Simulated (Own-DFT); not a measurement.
# How strain changes the stress of hcp Hf, 36 atoms (Hf36)

Calculated results; nothing here was measured. The program, named Own-DFT, is a retired in-house plane-wave density functional code that no person has reviewed. Each row is one single-point run on a periodic cell that was not relaxed, without spin or spin-orbit coupling.

Settings of every run: PBE; PseudoDojo norm-conserving scalar-relativistic files; cutoff 42 hartree; 4 x 4 x 4 k mesh centred on Gamma; cold (Marzari-Vanderbilt) smearing of 0.2 eV.

Known limits: hafnium file: forces about 75 meV/angstrom off all-electron values; forces on such cells passed a denser k mesh, each cell not checked; stress not checked against mesh or cutoff.

Unstrained cell vectors in Å: (9.589, 0.000, 0.000); (-4.795, 8.305, 0.000); (0.000, 0.000, 10.102). The unstrained cell has measured lattice constants (interpolated for alloys), not those of this functional. That, the random moves and any unrelaxed bonds set the pressure at no strain. Each run strains this cell uniformly, with the atoms carried along. Every atom was also moved at random, by a Gaussian of width 0.05 Å on each axis. Strain is the symmetric tensor, in per cent. Stress is positive in tension, and the pressure is minus a third of its trace.

```
run,e_xx (%),e_yy (%),e_zz (%),e_yz (%),e_xz (%),e_xy (%),s_xx (GPa),s_yy (GPa),s_zz (GPa),s_yz (GPa),s_xz (GPa),s_xy (GPa),P (GPa),E (meV/atom)
1,-0.35,-0.61,1.81,0.88,-1.16,1.62,-0.63,-1.93,1.06,1.02,-1.17,2.29,0.50,14.5
2,1.96,1.82,-1.31,-0.10,-0.76,-1.34,3.00,1.65,-1.68,-0.19,-0.76,-1.41,-0.99,15.7
3,1.16,-0.91,-0.49,0.15,1.57,0.30,-0.09,-2.59,-2.55,0.17,1.55,0.48,1.74,8.7
4,-1.61,-1.20,1.52,-1.49,0.93,0.34,-4.19,-3.75,-0.51,-1.39,0.94,0.55,2.82,13.4
5,0.61,1.89,1.70,0.39,-0.55,-1.22,2.06,3.55,3.31,0.36,-0.53,-1.45,-2.97,7.0
6,1.27,0.62,-1.81,1.52,0.08,0.94,-0.06,-0.44,-4.05,1.63,0.03,1.17,1.52,11.1
7,0.91,1.51,0.51,-1.30,0.63,1.08,1.84,2.32,1.01,-1.31,0.71,1.37,-1.72,5.1
8,1.68,1.22,0.73,-1.01,0.28,-0.55,2.75,2.77,1.64,-0.94,0.26,-0.67,-2.39,6.7
9,-1.03,-1.01,-1.40,-0.84,0.61,0.30,-5.04,-5.12,-6.27,-0.96,0.73,0.73,5.48,14.2
10,1.52,1.26,1.85,-1.43,0.81,-1.86,3.25,3.05,3.77,-1.26,0.66,-2.20,-3.36,14.4
11,0.78,1.38,-0.40,0.18,1.98,1.07,0.71,1.54,-0.98,0.10,2.08,1.48,-0.43,7.2
12,1.26,-1.58,-1.52,0.67,-0.38,-1.12,-1.01,-4.81,-5.05,0.75,-0.37,-1.37,3.63,12.7
13,0.94,0.22,0.60,-0.79,-1.40,-0.33,1.27,0.04,0.39,-0.85,-1.27,-0.40,-0.57,0.0
14,1.46,0.17,-1.63,-0.63,-1.08,-0.96,0.04,-1.06,-4.23,-0.71,-1.06,-1.54,1.75,19.2
15,-1.58,-0.55,-0.99,1.67,0.06,-1.05,-5.44,-4.64,-5.59,1.71,0.05,-1.35,5.22,23.3
16,-1.78,-0.23,0.79,0.87,-1.00,-1.07,?,?,?,?,?,?,?,?
```

E is the free energy for each atom above the lowest run shown.

## Worked fit

Each stress component was fitted by least squares to a constant and the strains of the runs shown, as fractions, with shears doubled. Shear strains stay in the fit of a normal stress only where such slopes are resolved. The slopes, in GPa:

| stress | at no strain | per e_xx | per e_yy | per e_zz | scatter |
|---|---|---|---|---|---|
| s_xx | -1.4 | 188 ± 9 | 62 ± 9 | 72 ± 6 | 0.29 |
| s_yy | -1.6 | 75 ± 9 | 183 ± 9 | 71 ± 6 | 0.30 |
| s_zz | -1.8 | 75 ± 5 | 69 ± 5 | 204 ± 4 | 0.17 |

Each shear stress against twice its own strain: yz 52 ± 1, xz 49 ± 1, xy 64 ± 3 GPa. These are stiffnesses along x, y and z of the frame in which the cell vectors are given, which need not be the crystal's axes. The atoms are held to the strained lattice; where symmetry lets them move under strain, relaxing them would lower some slopes. The table should be nearly symmetric about its diagonal, and what it lacks of that shows the noise. A ninth of its sum, 111 ± 1 GPa, estimates the bulk modulus near the mean pressure of these runs, 0.7 GPa.

## Withheld run

Question: what normal stresses and pressure should run 16 give?

The fit gives s_xx = -4.3, s_yy = -2.8, s_zz = -1.7 and P = 2.9 GPa. The calculation gave -4.68, -2.21, -1.47 and P = 2.79 GPa.
